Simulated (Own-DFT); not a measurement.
SiC (4H silicon carbide, atoms displaced) (calculated)

All values are calculated (Own-DFT development build). A calculation, not a measurement: plane-wave PBE density functional theory by an unreviewed code, no spin, of a simulated periodic cell, stress positive in tension, free energy of the whole cell less one offset for each atom, forces on such cells passed a denser k mesh, this cell's mesh not checked; offsets are fitted by least squares, one for each functional and potential file, so energies compare only between cells with the same atoms and settings and are not formation energies; the far tail of each file's local potential was reset to the Coulomb form; each entry is a single point on an unrelaxed cell, so the pressure reflects the starting lattice, mostly measured values (interpolated for alloys), from which strain is counted, and rises with the displacements; printed positions are rounded, which can move forces by about a meV/angstrom; the program, named Own-DFT, is a retired in-house code; no spin-orbit coupling; before rounding, a Quantum ESPRESSO 7.3.1 run of the same cell and cutoff gave forces within 1 meV/angstrom rms on each cell, which checks the program and not the settings.

Common to all runs: functional PBE; potential files PseudoDojo norm-conserving, scalar-relativistic, standard set; wave cutoff 42 hartree; occupations Fermi-Dirac; smearing width 0.1 eV; k mesh 5 x 5 x 3 centred on Gamma.

(1) SiC (4H silicon carbide, atoms displaced)

```cif
# cell vector a (Å): 6.1654 0.0000 0.0000
# cell vector b (Å): -3.0827 5.3394 0.0000
# cell vector c (Å): 0.0000 0.0000 10.0681
data_SiC
_symmetry_space_group_name_H-M 'P 1'
_symmetry_Int_Tables_number 1
_cell_length_a 6.1654
_cell_length_b 6.1654
_cell_length_c 10.0681
_cell_angle_alpha 90.000
_cell_angle_beta 90.000
_cell_angle_gamma 120.000
_cell_volume 331.44
loop_
_atom_site_label
_atom_site_type_symbol
_atom_site_fract_x
_atom_site_fract_y
_atom_site_fract_z
_atom_site_occupancy
Si1 Si 0.99093 0.99419 0.41126 1
Si2 Si 0.13299 0.30681 0.14938 1
C1 C 0.97490 0.95404 0.09146 1
C2 C 0.14284 0.31548 0.34015 1
Si3 Si 0.02955 0.52259 0.41191 1
Si4 Si 0.16837 0.85976 0.15302 1
C3 C 0.00625 0.51626 0.10034 1
C4 C 0.19265 0.85976 0.35155 1
Si5 Si 0.50221 0.99326 0.40553 1
Si6 Si 0.65806 0.33345 0.15363 1
C5 C 0.53001 0.01701 0.09213 1
C6 C 0.66307 0.34858 0.34979 1
Si7 Si 0.49857 0.49942 0.41369 1
Si8 Si 0.69215 0.82846 0.17624 1
C7 C 0.47438 0.49425 0.10189 1
C8 C 0.66071 0.82916 0.34546 1
Si9 Si 0.99979 0.01086 0.91633 1
Si10 Si 0.82440 0.64189 0.65793 1
C9 C 0.00437 0.98324 0.60572 1
C10 C 0.82925 0.67283 0.84576 1
Si11 Si 0.99396 0.49079 0.88228 1
Si12 Si 0.84047 0.15921 0.65198 1
C11 C 0.97630 0.50534 0.61287 1
C12 C 0.84666 0.19630 0.83841 1
Si13 Si 0.51952 0.00875 0.90323 1
Si14 Si 0.31254 0.68223 0.64831 1
C13 C 0.51378 0.02779 0.59254 1
C14 C 0.32654 0.66264 0.84939 1
Si15 Si 0.48777 0.46430 0.90936 1
Si16 Si 0.34644 0.16652 0.63659 1
C15 C 0.47908 0.46927 0.58514 1
C16 C 0.35108 0.17980 0.86359 1
```

It finds free energy of cell above offsets 4.655 eV; pressure 10.34 GPa; stress xx -10.52 GPa; stress yy -12.63 GPa; stress zz -7.86 GPa; stress yz -1.5 GPa; stress xz 2.04 GPa; stress xy 3.03 GPa.

Force:
| element | x (eV/Å) | y (eV/Å) | z (eV/Å) |
| --- | --- | --- | --- |
| Si | 0.994 | 0.541 | 0.691 |
| Si | 0.297 | 2.672 | 1.133 |
| C | -1.527 | 4.755 | -0.019 |
| C | 0.962 | 1.086 | 1.486 |
| Si | -3.067 | -1.905 | -1.28 |
| Si | 6.647 | -3.409 | 1.328 |
| C | -0.816 | -1.284 | -1.468 |
| C | -2.654 | -1.926 | -1.327 |
| Si | 0.631 | 4.187 | -0.135 |
| Si | 0.733 | 1.753 | 1.155 |
| C | -0.614 | -1.752 | 0.775 |
| C | 2.479 | -0.99 | -0.668 |
| Si | -0.762 | -1.178 | -3.656 |
| Si | -5.5 | -2.123 | -4.749 |
| C | 1.503 | -0.405 | -0.575 |
| C | 0.876 | -0.265 | 3.713 |
| Si | 0.709 | -1.201 | -3.363 |
| Si | -7.234 | 4.093 | 2.695 |
| C | -1.217 | 0.282 | -2.105 |
| C | -0.435 | -0.553 | -0.383 |
| Si | -0.71 | 6.912 | 5.318 |
| Si | 0.102 | 0.591 | 1.265 |
| C | 7.4 | -3.484 | -5.144 |
| C | 0.974 | -7.414 | -0.953 |
| Si | -0.964 | -1.44 | 1.434 |
| Si | 2.97 | -0.935 | 2.952 |
| C | 3.061 | -4.06 | -1.105 |
| C | 1.804 | 1.021 | -2.123 |
| Si | -1.039 | 10.23 | 2.614 |
| Si | -3.512 | -0.936 | 4.646 |
| C | -1.17 | 5.328 | 2.176 |
| C | -0.918 | -8.194 | -4.328 |

(2) SiC (4H silicon carbide, atoms displaced)

```cif
# cell vector a (Å): 6.1654 0.0000 0.0000
# cell vector b (Å): -3.0827 5.3394 0.0000
# cell vector c (Å): 0.0000 0.0000 10.0681
data_SiC
_symmetry_space_group_name_H-M 'P 1'
_symmetry_Int_Tables_number 1
_cell_length_a 6.1654
_cell_length_b 6.1654
_cell_length_c 10.0681
_cell_angle_alpha 90.000
_cell_angle_beta 90.000
_cell_angle_gamma 120.000
_cell_volume 331.44
loop_
_atom_site_label
_atom_site_type_symbol
_atom_site_fract_x
_atom_site_fract_y
_atom_site_fract_z
_atom_site_occupancy
Si1 Si 0.00668 0.97979 0.39316 1
Si2 Si 0.19579 0.34350 0.15379 1
C1 C 0.99231 0.98073 0.10499 1
C2 C 0.10761 0.32318 0.34880 1
Si3 Si 0.00107 0.50489 0.41250 1
Si4 Si 0.18104 0.85122 0.14931 1
C3 C 0.99432 0.52246 0.08113 1
C4 C 0.16569 0.83779 0.33257 1
Si5 Si 0.47540 0.98275 0.41684 1
Si6 Si 0.70593 0.36401 0.16521 1
C5 C 0.54669 0.03538 0.09239 1
C6 C 0.65575 0.35821 0.33261 1
Si7 Si 0.48136 0.46472 0.38677 1
Si8 Si 0.65881 0.82509 0.16253 1
C7 C 0.51931 0.49650 0.10715 1
C8 C 0.62189 0.83122 0.35280 1
Si9 Si 0.01173 0.99401 0.91349 1
Si10 Si 0.83467 0.66830 0.67240 1
C9 C 0.98275 0.97884 0.60509 1
C10 C 0.84013 0.66936 0.83453 1
Si11 Si 0.97821 0.50438 0.89055 1
Si12 Si 0.84301 0.16337 0.65451 1
C11 C 0.99044 0.48794 0.60486 1
C12 C 0.87559 0.17341 0.84746 1
Si13 Si 0.50455 0.00202 0.89953 1
Si14 Si 0.37224 0.67697 0.66523 1
C13 C 0.51355 0.00725 0.58992 1
C14 C 0.29778 0.65174 0.82094 1
Si15 Si 0.52922 0.51229 0.90877 1
Si16 Si 0.30457 0.14805 0.65320 1
C15 C 0.48769 0.47007 0.59836 1
C16 C 0.34887 0.20409 0.84667 1
```

Results for SiC (4H silicon carbide, atoms displaced): free energy of cell above offsets 6.469 eV; pressure 11.04 GPa; stress xx -12.16 GPa; stress yy -6.65 GPa; stress zz -14.31 GPa; stress yz 0.14 GPa; stress xz 4.46 GPa; stress xy 5.94 GPa.

Force:
| element | x (eV/Å) | y (eV/Å) | z (eV/Å) |
| --- | --- | --- | --- |
| Si | -6.29 | 1.675 | 2.831 |
| Si | -4.514 | -1.561 | 0.262 |
| C | -0.47 | 2.77 | -1.656 |
| C | 7.031 | -2.653 | -2.984 |
| Si | -4.082 | 1.398 | 1.956 |
| Si | 2.55 | -0.795 | -0.425 |
| C | 4.16 | 0.687 | -0.096 |
| C | 1.759 | -1.646 | 1.36 |
| Si | -0.411 | 2.572 | -1.94 |
| Si | -0.4 | -2.712 | -2.876 |
| C | -2.096 | -2.393 | -0.462 |
| C | 6.409 | -3.644 | 2.347 |
| Si | -7.045 | 5.074 | 5.612 |
| Si | -0.494 | 1.835 | 0.843 |
| C | -1.161 | 1.427 | -2.999 |
| C | 5.345 | -2.619 | -2.324 |
| Si | 0.237 | 1.654 | 0.35 |
| Si | -0.244 | -3.038 | -8.259 |
| C | 0.681 | 0.175 | -3.199 |
| C | -2.199 | 1.966 | 6.003 |
| Si | 4.626 | -2.111 | 2.603 |
| Si | -0.769 | 0.452 | 1.026 |
| C | 0.792 | 2.452 | -1.908 |
| C | -4.035 | -1.254 | -1.285 |
| Si | 0.586 | 0.676 | 0.418 |
| Si | -1.388 | -1.319 | -7.974 |
| C | -1.358 | -0.823 | 2.803 |
| C | 1.71 | 2.432 | 9.227 |
| Si | -3.335 | 0.389 | 0.81 |
| Si | 2.767 | 1.396 | 1.622 |
| C | 0.425 | 2.082 | -1.458 |
| C | 1.216 | -4.544 | -0.228 |

(3) SiC (4H silicon carbide, atoms displaced)

```cif
# cell vector a (Å): 6.1654 0.0000 0.0000
# cell vector b (Å): -3.0827 5.3394 0.0000
# cell vector c (Å): 0.0000 0.0000 10.0681
data_SiC
_symmetry_space_group_name_H-M 'P 1'
_symmetry_Int_Tables_number 1
_cell_length_a 6.1654
_cell_length_b 6.1654
_cell_length_c 10.0681
_cell_angle_alpha 90.000
_cell_angle_beta 90.000
_cell_angle_gamma 120.000
_cell_volume 331.44
loop_
_atom_site_label
_atom_site_type_symbol
_atom_site_fract_x
_atom_site_fract_y
_atom_site_fract_z
_atom_site_occupancy
Si1 Si 0.99976 0.01727 0.40689 1
Si2 Si 0.17121 0.33062 0.13882 1
C1 C 0.98305 0.00736 0.09213 1
C2 C 0.17562 0.33170 0.35488 1
Si3 Si 0.02853 0.50021 0.41588 1
Si4 Si 0.18590 0.84242 0.16414 1
C3 C 0.99668 0.48994 0.08559 1
C4 C 0.15202 0.83601 0.34463 1
Si5 Si 0.51889 0.01141 0.40357 1
Si6 Si 0.68308 0.31880 0.17187 1
C5 C 0.53481 0.00442 0.09527 1
C6 C 0.66211 0.30294 0.33275 1
Si7 Si 0.48824 0.48035 0.39683 1
Si8 Si 0.64726 0.83957 0.15480 1
C7 C 0.48578 0.51304 0.09873 1
C8 C 0.66686 0.83687 0.34145 1
Si9 Si 0.00478 0.01174 0.90953 1
Si10 Si 0.83474 0.70072 0.66374 1
C9 C 0.99518 0.99708 0.59031 1
C10 C 0.83082 0.68053 0.84120 1
Si11 Si 0.02275 0.53699 0.90691 1
Si12 Si 0.82627 0.14166 0.66629 1
C11 C 0.02633 0.51893 0.61392 1
C12 C 0.85290 0.16719 0.86230 1
Si13 Si 0.50192 0.99255 0.90495 1
Si14 Si 0.36011 0.68320 0.65277 1
C13 C 0.48497 0.99418 0.59693 1
C14 C 0.32374 0.67152 0.84085 1
Si15 Si 0.55381 0.55096 0.90265 1
Si16 Si 0.33320 0.15979 0.65551 1
C15 C 0.54342 0.51118 0.61184 1
C16 C 0.32426 0.16131 0.84324 1
```

The calculation gives: free energy of cell above offsets 4.880 eV; pressure 11.93 GPa; stress xx -13.14 GPa; stress yy -11.57 GPa; stress zz -11.07 GPa; stress yz 3.55 GPa; stress xz 0.74 GPa; stress xy -1.44 GPa.

Force:
| element | x (eV/Å) | y (eV/Å) | z (eV/Å) |
| --- | --- | --- | --- |
| Si | 0.406 | -3.454 | -0.25 |
| Si | -1.799 | -0.169 | 1.898 |
| C | 2.917 | -1.794 | 0.946 |
| C | -1.438 | 0.184 | -2.821 |
| Si | -3.135 | 1.46 | 0.943 |
| Si | -1.656 | -0.594 | -1.972 |
| C | -0.222 | 2.376 | 2.388 |
| C | 2.038 | -0.231 | 1.271 |
| Si | -1.919 | -3.835 | 1.846 |
| Si | -1.22 | 2.025 | -8.123 |
| C | -8.19 | 2.797 | -2.433 |
| C | -0.134 | 4.242 | 6.746 |
| Si | 3.889 | 3.028 | 1.9 |
| Si | 6.769 | -3.469 | 2.75 |
| C | 4.288 | -0.078 | -1.531 |
| C | 0.225 | -1.051 | 0.65 |
| Si | 2.331 | -0.699 | 1.014 |
| Si | 6.079 | -1.827 | -0.403 |
| C | 0.464 | 2.305 | -0.089 |
| C | 6.088 | 3.297 | -0.151 |
| Si | -1.631 | -3.673 | -0.424 |
| Si | -0.866 | 3.968 | 0.386 |
| C | -1.596 | -2.083 | -2.438 |
| C | -4.324 | 1.718 | -3.536 |
| Si | -0.423 | 2.153 | 0.484 |
| Si | -0.603 | -2.804 | 1.491 |
| C | 2.689 | 1.896 | -1.847 |
| C | 3.967 | 1.383 | -0.126 |
| Si | -8.532 | -6.691 | 3.444 |
| Si | -0.784 | 1.69 | 1.559 |
| C | -5.723 | -3.365 | -4.218 |
| C | 2.043 | 1.292 | 0.645 |

(4) SiC (4H silicon carbide, atoms displaced)

```cif
# cell vector a (Å): 6.1654 0.0000 0.0000
# cell vector b (Å): -3.0827 5.3394 0.0000
# cell vector c (Å): 0.0000 0.0000 10.0681
data_SiC
_symmetry_space_group_name_H-M 'P 1'
_symmetry_Int_Tables_number 1
_cell_length_a 6.1654
_cell_length_b 6.1654
_cell_length_c 10.0681
_cell_angle_alpha 90.000
_cell_angle_beta 90.000
_cell_angle_gamma 120.000
_cell_volume 331.44
loop_
_atom_site_label
_atom_site_type_symbol
_atom_site_fract_x
_atom_site_fract_y
_atom_site_fract_z
_atom_site_occupancy
Si1 Si 0.01364 0.02274 0.40365 1
Si2 Si 0.14748 0.34238 0.15979 1
C1 C 0.00265 0.98908 0.08943 1
C2 C 0.15962 0.32785 0.33931 1
Si3 Si 0.02123 0.51328 0.41058 1
Si4 Si 0.15044 0.82760 0.15373 1
C3 C 0.96140 0.48052 0.09161 1
C4 C 0.15633 0.86957 0.34486 1
Si5 Si 0.49189 0.98299 0.41048 1
Si6 Si 0.68876 0.31680 0.15422 1
C5 C 0.50447 0.00324 0.08809 1
C6 C 0.63553 0.31077 0.34021 1
Si7 Si 0.47519 0.48348 0.39221 1
Si8 Si 0.64454 0.82161 0.14740 1
C7 C 0.47765 0.48309 0.11515 1
C8 C 0.65034 0.82185 0.35168 1
Si9 Si 0.98746 0.00523 0.91729 1
Si10 Si 0.83351 0.70173 0.67155 1
C9 C 0.99407 0.99622 0.57582 1
C10 C 0.80270 0.63693 0.84468 1
Si11 Si 0.02848 0.51107 0.91782 1
Si12 Si 0.85627 0.20259 0.66150 1
C11 C 0.97405 0.48313 0.57287 1
C12 C 0.82652 0.17663 0.83974 1
Si13 Si 0.53384 0.01854 0.91003 1
Si14 Si 0.32357 0.64562 0.64760 1
C13 C 0.51645 0.02553 0.57783 1
C14 C 0.36142 0.68255 0.85833 1
Si15 Si 0.50294 0.51875 0.91738 1
Si16 Si 0.33789 0.15384 0.66984 1
C15 C 0.52154 0.53830 0.56722 1
C16 C 0.38446 0.20017 0.85215 1
```

It finds free energy of cell above offsets 7.397 eV; pressure 11.87 GPa; stress xx -9.7 GPa; stress yy -8.82 GPa; stress zz -17.1 GPa; stress yz 3.88 GPa; stress xz 3.61 GPa; stress xy 0.03 GPa.

Force:
| element | x (eV/Å) | y (eV/Å) | z (eV/Å) |
| --- | --- | --- | --- |
| Si | -4.484 | -2.304 | -0.043 |
| Si | 2.029 | -2.237 | -0.557 |
| C | -3.23 | 1.318 | 1.822 |
| C | -2.519 | 1.841 | -0.23 |
| Si | -3.456 | 0.079 | -5.424 |
| Si | 1.559 | 0.797 | 1.614 |
| C | 6.985 | 5.295 | -1.265 |
| C | 5.271 | -4.997 | -2.157 |
| Si | -1.001 | 1.991 | -3.501 |
| Si | -9.551 | -2.889 | 5.174 |
| C | -0.639 | -1.516 | 0.515 |
| C | 3.086 | 1.017 | -0.59 |
| Si | 3.576 | 1.65 | 0.238 |
| Si | 1.78 | 0.122 | 3.401 |
| C | 1.151 | 0.872 | -3.591 |
| C | 0.952 | 0.953 | -3.057 |
| Si | 2.188 | -0.285 | -3.922 |
| Si | -0.1 | -2.4 | -5.469 |
| C | 0.681 | 2.184 | 6.675 |
| C | 3.507 | 3.938 | 1.691 |
| Si | -2.351 | -0.204 | -3.361 |
| Si | -0.638 | -4.167 | -3.329 |
| C | 0.775 | 3.443 | 7.426 |
| C | 4.662 | 1.885 | 1.177 |
| Si | -4.006 | -1.186 | -0.302 |
| Si | 0.159 | 2.256 | -0.445 |
| C | -0.439 | -1.388 | 6.8 |
| C | -3.219 | 0.165 | -2.554 |
| Si | 1.242 | -3.04 | 1.84 |
| Si | -0.382 | 1.769 | -3.451 |
| C | -0.379 | -2.242 | 5.172 |
| C | -3.21 | -2.719 | -0.295 |

(5) SiC (4H silicon carbide, atoms displaced)

```cif
# cell vector a (Å): 6.1654 0.0000 0.0000
# cell vector b (Å): -3.0827 5.3394 0.0000
# cell vector c (Å): 0.0000 0.0000 10.0681
data_SiC
_symmetry_space_group_name_H-M 'P 1'
_symmetry_Int_Tables_number 1
_cell_length_a 6.1654
_cell_length_b 6.1654
_cell_length_c 10.0681
_cell_angle_alpha 90.000
_cell_angle_beta 90.000
_cell_angle_gamma 120.000
_cell_volume 331.44
loop_
_atom_site_label
_atom_site_type_symbol
_atom_site_fract_x
_atom_site_fract_y
_atom_site_fract_z
_atom_site_occupancy
Si1 Si 0.00240 0.99961 0.38341 1
Si2 Si 0.11334 0.28741 0.16449 1
C1 C 0.97494 0.99403 0.08526 1
C2 C 0.16509 0.33751 0.34447 1
Si3 Si 0.99848 0.49013 0.40704 1
Si4 Si 0.19003 0.86414 0.15385 1
C3 C 0.97048 0.48904 0.11218 1
C4 C 0.18133 0.84199 0.35185 1
Si5 Si 0.49383 0.02444 0.39384 1
Si6 Si 0.68133 0.33496 0.14559 1
C5 C 0.48068 0.96934 0.09313 1
C6 C 0.67081 0.34824 0.35597 1
Si7 Si 0.47427 0.47487 0.39992 1
Si8 Si 0.67525 0.84017 0.16895 1
C7 C 0.46304 0.48951 0.10314 1
C8 C 0.65758 0.84129 0.35266 1
Si9 Si 0.03026 0.01641 0.91592 1
Si10 Si 0.82665 0.67549 0.65068 1
C9 C 0.03798 0.02311 0.59381 1
C10 C 0.84802 0.65970 0.83874 1
Si11 Si 0.01894 0.51935 0.90492 1
Si12 Si 0.83644 0.16050 0.67052 1
C11 C 0.94643 0.45513 0.61497 1
C12 C 0.86372 0.17850 0.83339 1
Si13 Si 0.54299 0.02626 0.90273 1
Si14 Si 0.34311 0.68515 0.64573 1
C13 C 0.50460 0.97702 0.61344 1
C14 C 0.32368 0.63037 0.84450 1
Si15 Si 0.49888 0.50420 0.91243 1
Si16 Si 0.30975 0.13599 0.65809 1
C15 C 0.48187 0.49247 0.59660 1
C16 C 0.36847 0.18086 0.85597 1
```

Results for SiC (4H silicon carbide, atoms displaced): free energy of cell above offsets 7.507 eV; pressure 11.95 GPa; stress xx -15.76 GPa; stress yy -11.45 GPa; stress zz -8.64 GPa; stress yz 0.53 GPa; stress xz -0.96 GPa; stress xy -3.58 GPa.

Force:
| element | x (eV/Å) | y (eV/Å) | z (eV/Å) |
| --- | --- | --- | --- |
| Si | -0.933 | -0.162 | 5.331 |
| Si | 1.638 | 6.201 | -1.432 |
| C | 1.867 | -1.372 | 3.461 |
| C | -1.345 | -2.299 | -1.088 |
| Si | -1.261 | 0.898 | 2.922 |
| Si | -3.241 | -4.283 | 1.531 |
| C | 7.399 | 4.809 | -3.893 |
| C | -2.357 | -1.623 | -2.555 |
| Si | 3.848 | -0.874 | 3.85 |
| Si | -9.621 | -3.871 | 3.122 |
| C | 4.024 | 4.111 | -1.237 |
| C | 0.267 | -0.477 | -3.002 |
| Si | 1.688 | 3.906 | 3.013 |
| Si | -3.06 | -3.796 | -1.57 |
| C | 2.355 | -0.118 | -0.101 |
| C | 0.995 | -0.321 | -0.859 |
| Si | -0.218 | -1.314 | -5.104 |
| Si | 0.46 | -1.161 | 0.463 |
| C | -7.909 | -5.11 | -3.388 |
| C | -2.445 | 2.478 | 1.788 |
| Si | -0.517 | -1.995 | 0.56 |
| Si | 0.902 | -2.924 | -5.268 |
| C | 1.856 | 6.881 | -5.169 |
| C | 0.542 | -0.501 | 7.975 |
| Si | -0.887 | -3.265 | 0.295 |
| Si | -1.393 | -9.723 | 3.85 |
| C | -1.594 | 7.483 | -3.702 |
| C | 0.231 | 4.698 | -1.161 |
| Si | 2.128 | 0.203 | 0.483 |
| Si | 7.382 | 5.323 | 3.414 |
| C | 0.849 | -0.298 | -1.498 |
| C | -1.65 | -1.507 | -1.032 |

(6) SiC (4H silicon carbide, atoms displaced)

```cif
# cell vector a (Å): 6.1654 0.0000 0.0000
# cell vector b (Å): -3.0827 5.3394 0.0000
# cell vector c (Å): 0.0000 0.0000 10.0681
data_SiC
_symmetry_space_group_name_H-M 'P 1'
_symmetry_Int_Tables_number 1
_cell_length_a 6.1654
_cell_length_b 6.1654
_cell_length_c 10.0681
_cell_angle_alpha 90.000
_cell_angle_beta 90.000
_cell_angle_gamma 120.000
_cell_volume 331.44
loop_
_atom_site_label
_atom_site_type_symbol
_atom_site_fract_x
_atom_site_fract_y
_atom_site_fract_z
_atom_site_occupancy
Si1 Si 0.95553 0.97824 0.41167 1
Si2 Si 0.16542 0.34019 0.15161 1
C1 C 0.01912 0.01852 0.10226 1
C2 C 0.14554 0.32431 0.36251 1
Si3 Si 0.99215 0.49753 0.41151 1
Si4 Si 0.13797 0.83708 0.15242 1
C3 C 0.01124 0.52379 0.09135 1
C4 C 0.15409 0.83665 0.33186 1
Si5 Si 0.51117 0.02105 0.40533 1
Si6 Si 0.68981 0.34583 0.15705 1
C5 C 0.48107 0.01154 0.09415 1
C6 C 0.68149 0.35444 0.33505 1
Si7 Si 0.50194 0.48932 0.41507 1
Si8 Si 0.63378 0.79803 0.14017 1
C7 C 0.51402 0.51401 0.10394 1
C8 C 0.64651 0.84614 0.35651 1
Si9 Si 0.98073 0.96784 0.91866 1
Si10 Si 0.82151 0.67908 0.65142 1
C9 C 0.99810 0.99305 0.59839 1
C10 C 0.85875 0.68367 0.84379 1
Si11 Si 0.01022 0.52403 0.89756 1
Si12 Si 0.84380 0.21117 0.65946 1
C11 C 0.99527 0.46820 0.59013 1
C12 C 0.82139 0.11906 0.82962 1
Si13 Si 0.51000 0.97822 0.90257 1
Si14 Si 0.32234 0.63833 0.65577 1
C13 C 0.54138 0.01039 0.58719 1
C14 C 0.33516 0.65916 0.84206 1
Si15 Si 0.46527 0.48181 0.88889 1
Si16 Si 0.33766 0.13728 0.65681 1
C15 C 0.53300 0.51152 0.59234 1
C16 C 0.32823 0.16961 0.84774 1
```

Results for SiC (4H silicon carbide, atoms displaced): free energy of cell above offsets 6.766 eV; pressure 12.75 GPa; stress xx -8.77 GPa; stress yy -19.98 GPa; stress zz -9.5 GPa; stress yz -0.29 GPa; stress xz -2.15 GPa; stress xy 1.56 GPa.

Force:
| element | x (eV/Å) | y (eV/Å) | z (eV/Å) |
| --- | --- | --- | --- |
| Si | 3.784 | 2.151 | -0.317 |
| Si | 0.402 | 1.363 | 2.869 |
| C | -5.024 | -0.904 | -2.884 |
| C | 1.971 | 0.001 | -2.347 |
| Si | 1 | 1.859 | -2.312 |
| Si | 4.722 | 0.232 | 1.994 |
| C | 0.518 | -2.154 | -1.805 |
| C | 0.074 | -0.119 | 3.818 |
| Si | -2.939 | -0.612 | -1.075 |
| Si | -1.845 | -1.047 | -1.54 |
| C | 2.571 | -1.395 | -1.129 |
| C | -0.716 | -1.191 | 2.387 |
| Si | -2.507 | 1.308 | -2.686 |
| Si | -1.059 | 11.5 | 5.249 |
| C | -0.256 | -9.014 | -4.263 |
| C | 1.257 | -3.998 | -3.194 |
| Si | 0.75 | 5.447 | -0.947 |
| Si | 4.946 | 1.501 | 2.997 |
| C | 0.729 | 1.722 | -1.006 |
| C | -2.863 | -4.051 | -2.147 |
| Si | 0.495 | -3.709 | 2.077 |
| Si | 1.8 | -11.87 | 2.884 |
| C | -0.275 | 11.16 | -1.89 |
| C | -0.447 | 3.178 | 3.098 |
| Si | -2.604 | 3.38 | 1.325 |
| Si | 1.455 | 2.416 | -1.798 |
| C | -4.038 | -1.721 | 1.331 |
| C | -2.218 | 0.49 | -1.568 |
| Si | 5.002 | 0.798 | 3.616 |
| Si | -1.105 | 1.348 | -0.173 |
| C | -4.785 | -4.392 | 0.709 |
| C | 1.203 | -3.678 | -1.275 |
